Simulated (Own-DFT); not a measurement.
Al₃GaN₄ (wurtzite random alloy, strained, atoms displaced) (calculated)

Computed with Own-DFT development build. A calculation, not a measurement: plane-wave PBE density functional theory by an unreviewed code, no spin, of a simulated periodic cell, stress positive in tension, free energy of the whole cell less one offset for each atom, forces on such cells passed a denser k mesh, this cell's mesh not checked; offsets are fitted by least squares, one for each functional and potential file, so energies compare only between cells with the same atoms and settings and are not formation energies; the far tail of each file's local potential was reset to the Coulomb form; each entry is a single point on an unrelaxed cell, so the pressure reflects the starting lattice, mostly measured values, from which strain is counted, and rises with the displacements; printed positions are rounded, which can move forces by about a meV/angstrom; the program is a retired in-house code; no spin-orbit coupling.

Common to all runs: functional PBE; potential files PseudoDojo norm-conserving, scalar-relativistic, standard set with the stringent files for Ga; wave cutoff 96 hartree; occupations Gaussian; smearing width 0.01 eV; k mesh 4 x 4 x 3 centred on Gamma.

(1) Al₃GaN₄ (wurtzite random alloy, strained, atoms displaced)

```cif
# cell vector a (Å): 9.1589 0.0000 0.0000
# cell vector b (Å): -4.5795 7.9318 0.0000
# cell vector c (Å): 0.0000 0.0000 10.0655
data_Al3GaN4
_symmetry_space_group_name_H-M 'P 1'
_symmetry_Int_Tables_number 1
_cell_length_a 9.1589
_cell_length_b 9.1589
_cell_length_c 10.0655
_cell_angle_alpha 90.000
_cell_angle_beta 90.000
_cell_angle_gamma 120.000
_cell_volume 731.22
loop_
_atom_site_label
_atom_site_type_symbol
_atom_site_fract_x
_atom_site_fract_y
_atom_site_fract_z
_atom_site_occupancy
Al1 Al 0.09662 0.22011 0.99267 1
Ga1 Ga 0.22470 0.11330 0.25753 1
N1 N 0.10423 0.21564 0.19271 1
N2 N 0.21331 0.10279 0.43127 1
Al2 Al 0.11641 0.22199 0.50462 1
Al3 Al 0.22326 0.11383 0.76058 1
N3 N 0.10256 0.22127 0.69580 1
N4 N 0.21816 0.10874 0.93869 1
Al4 Al 0.11865 0.56252 0.01148 1
Ga2 Ga 0.22863 0.45682 0.25880 1
N5 N 0.12462 0.56127 0.18984 1
N6 N 0.22187 0.45030 0.44795 1
Al5 Al 0.10386 0.55151 0.50249 1
Ga3 Ga 0.22221 0.45244 0.74315 1
N7 N 0.11203 0.54837 0.69000 1
N8 N 0.22558 0.44624 0.94445 1
Al6 Al 0.10660 0.88970 0.00392 1
Al7 Al 0.21122 0.76164 0.24909 1
N9 N 0.10502 0.88154 0.18800 1
N10 N 0.21854 0.78101 0.44491 1
Ga4 Ga 0.10905 0.88997 0.49665 1
Al8 Al 0.22261 0.78001 0.74765 1
N11 N 0.10604 0.88831 0.68417 1
N12 N 0.22861 0.78412 0.93599 1
Al9 Al 0.43590 0.20835 0.00156 1
Al10 Al 0.55939 0.11251 0.25798 1
N13 N 0.45030 0.22836 0.20015 1
N14 N 0.55092 0.09642 0.44049 1
Al11 Al 0.44797 0.23132 0.50331 1
Al12 Al 0.55432 0.10501 0.74541 1
N15 N 0.44719 0.22758 0.68429 1
N16 N 0.54850 0.11209 0.93585 1
Ga5 Ga 0.44340 0.55910 0.99592 1
Al13 Al 0.55872 0.44121 0.25201 1
N17 N 0.44064 0.54791 0.18143 1
N18 N 0.56503 0.45490 0.44139 1
Al14 Al 0.44142 0.55663 0.49254 1
Al15 Al 0.56215 0.44985 0.76002 1
N19 N 0.45087 0.54936 0.68941 1
N20 N 0.55863 0.44638 0.94296 1
Al16 Al 0.43562 0.88222 0.99709 1
Al17 Al 0.56761 0.78529 0.24643 1
N21 N 0.44387 0.89685 0.19277 1
N22 N 0.55270 0.77367 0.43797 1
Al18 Al 0.44907 0.90020 0.50628 1
Al19 Al 0.56323 0.78122 0.75071 1
N23 N 0.44295 0.89715 0.68658 1
N24 N 0.55880 0.77339 0.94993 1
Al20 Al 0.78486 0.22250 0.00173 1
Ga6 Ga 0.89900 0.11463 0.24393 1
N25 N 0.78326 0.22168 0.19160 1
N26 N 0.90004 0.11778 0.44619 1
Al21 Al 0.77905 0.22657 0.49728 1
Ga7 Ga 0.89075 0.10788 0.74403 1
N27 N 0.77828 0.22092 0.69199 1
N28 N 0.88851 0.10515 0.94461 1
Al22 Al 0.77002 0.54627 0.00695 1
Al23 Al 0.88725 0.44221 0.24450 1
N29 N 0.77671 0.54580 0.19100 1
N30 N 0.88309 0.43906 0.44713 1
Al24 Al 0.78170 0.55987 0.49903 1
Ga8 Ga 0.89570 0.44148 0.75807 1
N31 N 0.77909 0.55150 0.68809 1
N32 N 0.88840 0.43739 0.94845 1
Ga9 Ga 0.78349 0.89378 0.99528 1
Al25 Al 0.89176 0.77612 0.24526 1
N33 N 0.77273 0.88075 0.18608 1
N34 N 0.88982 0.77747 0.43434 1
Al26 Al 0.77003 0.88559 0.50025 1
Al27 Al 0.89782 0.79455 0.75080 1
N35 N 0.77670 0.88653 0.68339 1
N36 N 0.88420 0.78016 0.93562 1
```

```
free energy of cell above offsets : -18.133 eV
pressure                          : 19.18 GPa
stress xx                         : -23.5 GPa
stress yy                         : -22.51 GPa
stress zz                         : -11.53 GPa
stress yz                         : 1.44 GPa
stress xz                         : 0.22 GPa
stress xy                         : -1.81 GPa
```

Force:
```csv
element,x (eV/Å),y (eV/Å),z (eV/Å)
Al,3.623,1.709,1.993
Ga,-0.057,-0.47,-3.045
N,3.157,3.028,-2.81
N,0.973,3.32,3.916
Al,-0.372,0.048,0.1
Al,0.375,0.105,-2.572
N,4.042,0.582,-1.516
N,-0.586,0.157,1.249
Al,-0.07,-0.686,-2.586
Ga,1.662,-2.594,-0.228
N,-3.176,-2.101,-0.419
N,0.139,-1.171,0.006
Al,-0.145,1.197,0.351
Ga,3.486,-1.57,2.378
N,-2.506,3.611,-1.512
N,-2.661,-0.987,-0.985
Al,0.309,-0.493,-0.67
Al,0.588,5.16,2.05
N,1.167,-0.03,-0.509
N,2.331,-1.945,-1.252
Ga,-0.516,-0.427,0.851
Al,-0.608,-0.443,-0.182
N,1.293,1.243,1.856
N,-2.147,-1.575,-0.099
Al,-0.318,2.339,1.066
Al,-0.246,-0.275,-0.923
N,0.815,-1.525,-1.92
N,-0.266,4.857,-0.297
Al,0.118,-0.964,-1
Al,-0.709,2.776,1.171
N,-0.382,-0.695,1.537
N,2.185,-0.895,0.007
Ga,1.107,-2.067,1.105
Al,-1.271,1.522,0.321
N,1.518,1.518,2.599
N,-1.028,-1.372,-1.009
Al,1.388,0.197,1.853
Al,0.808,-0.828,-1.233
N,-0.882,1.933,-0.661
N,0.18,-1.946,-0.151
Al,2.118,1.999,1.542
Al,-2.897,-1.723,0.535
N,0.322,-1.602,-0.84
N,-0.664,1.222,-0.288
Al,-0.245,-4.36,-0.876
Al,-1.232,-1.183,0.282
N,1.285,-2.537,0.79
N,-2.143,2.971,-3.334
Al,-1.883,-1.508,0.245
Ga,-2.502,-2.679,2.908
N,-1.632,0.36,-0.718
N,-1.491,-1.085,-0.253
Al,0.573,-2.064,1.149
Ga,-2.229,-0.472,1.257
N,-0.922,-0.698,-1.096
N,-2.066,2.226,-1.985
Al,0.729,1.127,-1.073
Al,1.337,-0.198,1.597
N,-0.336,1.481,-0.323
N,0.311,1.461,-2.411
Al,0.055,0.175,1.196
Ga,-1.767,0.345,-0.142
N,-0.199,1.621,0.454
N,0.456,1.903,0.684
Ga,-0.794,-1.967,2.112
Al,-1.359,-0.534,1.016
N,2.014,0.799,0.272
N,-1.751,-0.407,-0.497
Al,1.323,0.685,-1.222
Al,-0.154,-3.262,-0.245
N,-0.252,-0.62,0.376
N,2.676,-1.718,0.059
```

(2) Al₃GaN₄ (wurtzite random alloy, strained, atoms displaced)

```cif
# cell vector a (Å): 9.1589 0.0000 0.0000
# cell vector b (Å): -4.5795 7.9318 0.0000
# cell vector c (Å): 0.0000 0.0000 10.0655
data_Al3GaN4
_symmetry_space_group_name_H-M 'P 1'
_symmetry_Int_Tables_number 1
_cell_length_a 9.1589
_cell_length_b 9.1589
_cell_length_c 10.0655
_cell_angle_alpha 90.000
_cell_angle_beta 90.000
_cell_angle_gamma 120.000
_cell_volume 731.22
loop_
_atom_site_label
_atom_site_type_symbol
_atom_site_fract_x
_atom_site_fract_y
_atom_site_fract_z
_atom_site_occupancy
Ga1 Ga 0.10769 0.22814 0.99749 1
Ga2 Ga 0.22911 0.11454 0.24373 1
N1 N 0.11515 0.22750 0.19343 1
N2 N 0.22241 0.11013 0.44306 1
Al1 Al 0.11058 0.23170 0.50314 1
Al2 Al 0.22907 0.11672 0.74820 1
N3 N 0.12231 0.22304 0.69034 1
N4 N 0.22952 0.12266 0.93985 1
Al3 Al 0.11133 0.56280 0.99765 1
Al4 Al 0.22590 0.44489 0.24731 1
N5 N 0.10953 0.54154 0.18709 1
N6 N 0.22688 0.44199 0.43879 1
Al5 Al 0.10471 0.55151 0.49702 1
Ga3 Ga 0.22484 0.44690 0.74623 1
N7 N 0.12052 0.55188 0.68422 1
N8 N 0.21572 0.44421 0.93941 1
Al6 Al 0.11234 0.88540 0.00112 1
Al7 Al 0.22828 0.78199 0.25206 1
N9 N 0.10537 0.87850 0.19740 1
N10 N 0.22871 0.77143 0.44068 1
Al8 Al 0.10499 0.89265 0.49770 1
Al9 Al 0.22520 0.78361 0.74344 1
N11 N 0.12067 0.89314 0.69203 1
N12 N 0.22338 0.78193 0.94567 1
Al10 Al 0.45486 0.23021 0.99445 1
Al11 Al 0.56329 0.11640 0.25283 1
N13 N 0.44047 0.22264 0.18855 1
N14 N 0.55538 0.10771 0.43822 1
Al12 Al 0.45088 0.22369 0.50335 1
Al13 Al 0.55420 0.11550 0.74220 1
N15 N 0.44772 0.22305 0.69217 1
N16 N 0.56062 0.12596 0.93529 1
Al14 Al 0.44167 0.54226 0.99949 1
Ga4 Ga 0.55867 0.44001 0.24904 1
N17 N 0.45189 0.56188 0.18903 1
N18 N 0.55770 0.45536 0.43546 1
Ga5 Ga 0.44304 0.55522 0.49152 1
Ga6 Ga 0.55434 0.45078 0.75597 1
N19 N 0.45470 0.55420 0.69943 1
N20 N 0.56184 0.45034 0.93586 1
Al15 Al 0.44919 0.89113 0.00419 1
Al16 Al 0.56467 0.78124 0.24961 1
N21 N 0.44424 0.89390 0.19218 1
N22 N 0.55459 0.78294 0.44595 1
Al17 Al 0.44393 0.87810 0.50074 1
Al18 Al 0.55154 0.77619 0.74605 1
N23 N 0.43232 0.88310 0.69401 1
N24 N 0.56153 0.77646 0.94988 1
Al19 Al 0.77481 0.22445 0.00317 1
Al20 Al 0.88967 0.11507 0.25414 1
N25 N 0.77708 0.22904 0.18570 1
N26 N 0.88345 0.10648 0.43519 1
Al21 Al 0.76848 0.21454 0.50463 1
Ga7 Ga 0.87990 0.10866 0.75298 1
N27 N 0.77536 0.22103 0.68592 1
N28 N 0.90239 0.11547 0.93553 1
Ga8 Ga 0.77238 0.55324 0.01348 1
Al22 Al 0.89184 0.45113 0.24306 1
N29 N 0.78784 0.56384 0.19476 1
N30 N 0.88989 0.44126 0.43955 1
Ga9 Ga 0.78132 0.56309 0.50385 1
Al23 Al 0.89431 0.44566 0.75206 1
N31 N 0.78260 0.55140 0.68865 1
N32 N 0.89076 0.44038 0.94861 1
Al24 Al 0.77481 0.87732 0.00921 1
Al25 Al 0.88103 0.77141 0.25340 1
N33 N 0.78173 0.88839 0.18753 1
N34 N 0.88059 0.77217 0.43913 1
Al26 Al 0.78232 0.88822 0.49784 1
Al27 Al 0.90139 0.78730 0.74740 1
N35 N 0.76918 0.87975 0.68623 1
N36 N 0.88713 0.77892 0.93989 1
```

```
free energy of cell above offsets : -19.768 eV
pressure                          : 18.46 GPa
stress xx                         : -24.47 GPa
stress yy                         : -20.53 GPa
stress zz                         : -10.36 GPa
stress yz                         : 0.41 GPa
stress xz                         : -0.95 GPa
stress xy                         : 0.35 GPa
```

Force:
```csv
element,x (eV/Å),y (eV/Å),z (eV/Å)
Ga,2.262,-0.113,1.797
Ga,-2.12,-1.723,1.798
N,-1.132,-0.741,-0.294
N,-0.096,0.994,0.166
Al,0.96,-2.045,-0.226
Al,0.102,-0.527,1.213
N,-1.827,-0.714,-1.32
N,1.077,-1.607,-0.314
Al,1.013,-0.894,1.018
Al,0.503,0.258,0.694
N,-0.627,2.585,-0.094
N,-2.585,0.117,-1.057
Al,1.393,0.134,0.061
Ga,1.515,-0.821,1.587
N,-3.514,1.736,-0.231
N,0.968,2.494,-0.149
Al,-1.272,1.609,0.581
Al,-0.242,-1.689,0.274
N,-0.232,0.231,-1.25
N,-2.099,0.545,-0.221
Al,1.857,-0.657,0.087
Al,-0.842,-2.482,1.998
N,-1.479,0.274,-1.331
N,0.962,0.032,-1.61
Al,-1.795,-0.621,0.912
Al,-1.155,-0.471,-0.278
N,3.562,0.075,-1.842
N,-0.553,-0.218,0.51
Al,-1.236,0.288,-0.472
Al,0.858,-1.086,1.698
N,-0.45,0.312,-1.443
N,1.328,-2.338,-0.426
Al,-1.703,1.902,0.361
Ga,-0.725,0.964,0.592
N,-0.525,-0.471,-0.396
N,1.853,-2.714,0.683
Ga,0.118,0.821,2.343
Ga,3.898,-1.566,-0.726
N,-3.633,2.4,-2.727
N,-0.541,-1.101,2.224
Al,-0.105,0.383,-0.539
Al,-1.589,0.063,0.357
N,1.41,0.154,-0.232
N,2.52,-0.083,-2.134
Al,-2.121,2.018,0.902
Al,0.224,0.08,1.729
N,3.136,1.845,-1.318
N,-1.575,-0.372,-1.568
Al,1.529,-0.975,-0.769
Al,0.406,0.251,-1.273
N,0.634,-0.769,0.754
N,0.279,0.77,1.228
Al,1.169,1.108,-1.272
Ga,1.862,-0.376,-0.526
N,-0.656,0.808,0.248
N,-4.585,-2.685,1.271
Ga,1.42,0.927,-2.324
Al,1.431,-0.977,1.745
N,-0.599,-1.292,0.312
N,-0.602,-0.827,-1.034
Ga,0.41,-2.665,0.232
Al,0.13,-0.203,0.371
N,0.306,1.46,1.385
N,-0.453,0.932,-1.915
Al,0.24,2.164,-1.873
Al,0.993,2.26,0.383
N,-0.187,0.829,1.585
N,0.986,2.629,-0.841
Al,-1.496,0.229,0.853
Al,-1.353,-1.496,1.041
N,1.076,0.497,-0.413
N,1.315,0.137,-0.554
```

(3) Al₃GaN₄ (wurtzite random alloy, strained, atoms displaced)

```cif
# cell vector a (Å): 9.1589 0.0000 0.0000
# cell vector b (Å): -4.5795 7.9318 0.0000
# cell vector c (Å): 0.0000 0.0000 10.0655
data_Al3GaN4
_symmetry_space_group_name_H-M 'P 1'
_symmetry_Int_Tables_number 1
_cell_length_a 9.1589
_cell_length_b 9.1589
_cell_length_c 10.0655
_cell_angle_alpha 90.000
_cell_angle_beta 90.000
_cell_angle_gamma 120.000
_cell_volume 731.22
loop_
_atom_site_label
_atom_site_type_symbol
_atom_site_fract_x
_atom_site_fract_y
_atom_site_fract_z
_atom_site_occupancy
Ga1 Ga 0.11082 0.21738 0.00060 1
Ga2 Ga 0.22525 0.10705 0.25286 1
N1 N 0.12066 0.22856 0.19357 1
N2 N 0.22536 0.11912 0.44446 1
Ga3 Ga 0.10388 0.21806 0.49465 1
Al1 Al 0.22296 0.11103 0.75177 1
N3 N 0.10563 0.21646 0.68817 1
N4 N 0.21702 0.10169 0.93382 1
Al2 Al 0.11910 0.56536 0.99767 1
Al3 Al 0.22300 0.44704 0.24647 1
N5 N 0.10796 0.55717 0.19844 1
N6 N 0.22258 0.43897 0.43902 1
Al4 Al 0.11085 0.55936 0.49698 1
Al5 Al 0.21556 0.45510 0.74950 1
N7 N 0.11377 0.55928 0.69112 1
N8 N 0.22168 0.43967 0.94956 1
Al6 Al 0.11149 0.88470 0.99124 1
Al7 Al 0.20856 0.77501 0.24925 1
N9 N 0.10308 0.88772 0.19630 1
N10 N 0.22217 0.78000 0.43927 1
Al8 Al 0.11596 0.89110 0.50376 1
Al9 Al 0.22471 0.78582 0.75030 1
N11 N 0.10961 0.88750 0.69037 1
N12 N 0.22318 0.78556 0.94555 1
Al10 Al 0.44272 0.22545 0.00263 1
Al11 Al 0.54957 0.11421 0.25036 1
N13 N 0.44982 0.22667 0.18362 1
N14 N 0.54110 0.10526 0.44645 1
Al12 Al 0.44297 0.22353 0.50886 1
Ga4 Ga 0.55431 0.10742 0.75009 1
N15 N 0.44791 0.22478 0.68648 1
N16 N 0.56035 0.11182 0.94788 1
Al13 Al 0.44205 0.55424 0.00099 1
Al14 Al 0.55764 0.44109 0.25617 1
N17 N 0.45381 0.55511 0.18484 1
N18 N 0.56105 0.44392 0.43702 1
Al15 Al 0.44212 0.54253 0.50049 1
Ga5 Ga 0.55312 0.43700 0.74135 1
N19 N 0.43853 0.55141 0.68959 1
N20 N 0.56262 0.43846 0.93826 1
Al16 Al 0.44737 0.88818 0.99925 1
Al17 Al 0.56738 0.77585 0.24808 1
N21 N 0.44773 0.88699 0.18836 1
N22 N 0.56627 0.77122 0.43826 1
Ga6 Ga 0.44838 0.89057 0.49733 1
Ga7 Ga 0.56188 0.78652 0.75142 1
N23 N 0.45109 0.89537 0.69390 1
N24 N 0.55508 0.77537 0.93854 1
Al18 Al 0.77631 0.22646 0.99705 1
Al19 Al 0.88503 0.09651 0.25668 1
N25 N 0.76781 0.22020 0.19021 1
N26 N 0.88219 0.10813 0.44523 1
Al20 Al 0.78168 0.22735 0.50320 1
Al21 Al 0.90298 0.11822 0.74819 1
N27 N 0.77558 0.21762 0.68877 1
N28 N 0.88835 0.11121 0.93842 1
Ga8 Ga 0.77897 0.56432 0.99968 1
Al22 Al 0.88836 0.44057 0.24897 1
N29 N 0.77644 0.56212 0.18848 1
N30 N 0.89493 0.45596 0.44809 1
Al23 Al 0.77270 0.55286 0.50305 1
Al24 Al 0.89431 0.45524 0.74682 1
N31 N 0.77723 0.55653 0.69062 1
N32 N 0.89109 0.44678 0.94772 1
Al25 Al 0.78121 0.88806 0.99367 1
Al26 Al 0.88025 0.77564 0.25217 1
N33 N 0.77975 0.88305 0.19722 1
N34 N 0.89419 0.77729 0.44182 1
Ga9 Ga 0.78319 0.88255 0.49844 1
Al27 Al 0.89762 0.78802 0.75113 1
N35 N 0.77911 0.90107 0.68176 1
N36 N 0.87509 0.76732 0.94688 1
```

To be estimated
1. Al₃GaN₄ (wurtzite random alloy, strained, atoms displaced) (entry 3): stress zz?
2. Al₃GaN₄ (wurtzite random alloy, strained, atoms displaced) (entry 3): stress xx?
3. What stress yy does the calculation give for Al₃GaN₄ (wurtzite random alloy, strained, atoms displaced) (entry 3)?

Answers
1. -9.01 GPa
2. -22.17 GPa
3. -23.99 GPa

Further results for Al₃GaN₄ (wurtzite random alloy, strained, atoms displaced) (entry 3):

```
free energy of cell above offsets : -19.741 eV
pressure                          : 18.39 GPa
stress yz                         : 0.25 GPa
stress xz                         : -0.08 GPa
stress xy                         : -0.03 GPa
```

Force:
```csv
element,x (eV/Å),y (eV/Å),z (eV/Å)
Ga,-0.33,-0.298,1.125
Ga,-0.145,1.074,0.358
N,-1.751,-1.345,0.036
N,1.428,-1.812,0.148
Ga,0.107,0.543,1.299
Al,-0.183,0.812,-0.928
N,2.328,2.325,0.467
N,1.123,0.578,0.302
Al,-0.575,-1.715,1.528
Al,0.837,0.679,0.664
N,0.656,-0.335,-1.711
N,-0.826,2.118,-0.698
Al,1.636,0.044,0.342
Al,3.089,-2.45,1.005
N,-1.378,1.609,-0.811
N,-0.821,2.125,-2.175
Al,-2.411,0.549,2.678
Al,2.175,0.925,0.548
N,0.121,-0.917,-2.216
N,-0.389,-0.419,-0.153
Al,-0.423,0.217,-0.796
Al,1.068,-0.619,0.288
N,0.696,0.862,0.01
N,1.738,-1.144,-1.969
Al,0.894,-0.838,-0.8
Al,0.996,-1.44,0.425
N,-0.471,-0.07,0.865
N,1.501,3.184,-1.791
Al,0.11,-0.13,-1.754
Ga,0.349,2.085,1.74
N,-1.351,-2.676,0.28
N,-1.658,-0.472,-1.028
Al,1.8,-0.381,-0.326
Al,-0.182,0.57,-1.63
N,-1.075,-0.232,0.813
N,-0.544,-0.983,0.961
Al,-0.757,1.641,0.063
Ga,-0.593,2.21,2.755
N,-0.638,0.349,-0.631
N,-2.968,0.02,-0.549
Al,0.167,0.684,1.204
Al,-2.836,-0.636,0.697
N,-0.752,-0.376,0.495
N,-2.254,-1.298,-0.689
Ga,1.053,-2.095,0.482
Ga,0.577,-1.574,-0.344
N,-2.147,-2.547,-1.041
N,0.142,0.051,1.031
Al,1.034,-0.24,1.238
Al,-0.713,2.743,-0.591
N,1.913,-0.201,0.302
N,-0.921,0.395,-2.043
Al,-1.137,-0.498,-0.195
Al,-3.324,-1.095,0.851
N,1.292,2.16,0.192
N,-0.649,-0.581,-0.442
Ga,0.606,-4.5,1.852
Al,-1.26,0.401,0.431
N,0.938,-1.374,1.622
N,-0.527,-1.989,-1.389
Al,0.966,1.229,0.108
Al,-0.345,-2.063,1.191
N,0.809,1.725,-0.596
N,1.289,0.655,-2
Al,-1.665,0.727,1.65
Al,2.35,-0.665,0.975
N,-0.488,1.554,-2.611
N,1.497,-0.915,-0.646
Ga,-0.858,0.721,0.606
Al,-2.423,-1.498,0.022
N,2.293,-0.715,2.422
N,2.189,5.571,-3.52
```
